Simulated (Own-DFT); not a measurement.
# Which defects push the lattice out? D0_22 TiAl3

Everything here is calculated. The program is Own-DFT (plane waves, in-house, since retired, never reviewed by a person); positions were held fixed, and spin and spin-orbit coupling were off.

Method: PBEsol; PseudoDojo norm-conserving scalar-relativistic files, made for PBE; cutoff 42 hartree; 4 x 4 x 4 k mesh centred on Gamma; cold (Marzari-Vanderbilt) smearing of 0.2 eV.

Caveats: forces on such cells failed a check on a denser k mesh; stress not checked against mesh or cutoff.

All runs share one cell, with vectors in Å (-2.365, -6.981, 4.326); (-7.667, 3.491, 1.442); (-2.950, -3.488, -7.241) and a volume of 625.4 Å³. Atoms were moved at random from their sites; u is the rms move along one axis. The defect's site can differ from row to row.

```
                     cell   formula   u (Å)  P (GPa)
                no defect  Al30Ti10  0.0186     0.06
                no defect  Al30Ti10  0.0193     0.06
                no defect  Al30Ti10  0.0527     0.71
 two Al on a Ti site each   Al32Ti8  0.0268        ?
 two Al on a Ti site each   Al32Ti8  0.0295     1.19
 two Al on a Ti site each   Al32Ti8  0.0436     1.51
 two Al on a Ti site each   Al32Ti8  0.0542     1.84
         two Al vacancies  Al28Ti10  0.0301    -0.65
         two Al vacancies  Al28Ti10  0.0480    -0.32
         two Al vacancies  Al28Ti10  0.0497     0.00
two Ti on an Al site each  Al28Ti12  0.0316     1.24
two Ti on an Al site each  Al28Ti12  0.0436     1.29
two Ti on an Al site each  Al28Ti12  0.0510     1.81
```

## Fit

P = P0 + c u² + a shift for each defect gives P0 = -0.08 GPa, c = 304 ± 39 GPa/Å² and a scatter of 0.12 GPa. The shifts, and each times the cell's volume:

- two Al on a Ti site each: 1.01 ± 0.10 GPa, 4.0 eV (2.0 eV for each of its 2 sites)
- two Ti on an Al site each: 0.97 ± 0.10 GPa, 3.8 eV (1.9 eV for each of its 2 sites)
- two Al vacancies: -0.82 ± 0.10 GPa, -3.2 eV (-1.6 eV for each of its 2 sites)

A positive shift means that the defect pushes the cell outwards. Shift times volume (160.2 GPa Å³ is 1 eV) depends little on the cell's size, so, taken for each site, it can be compared between cells at like pressure. The atoms around the defects weren't relaxed, which would change these numbers.

## Prediction

Question: what pressure belongs in the blank (two Al on a Ti site each, u = 0.0268 Å)?

From the fit: 1.15 ± 0.14 GPa. The hidden result is 1.16 GPa.
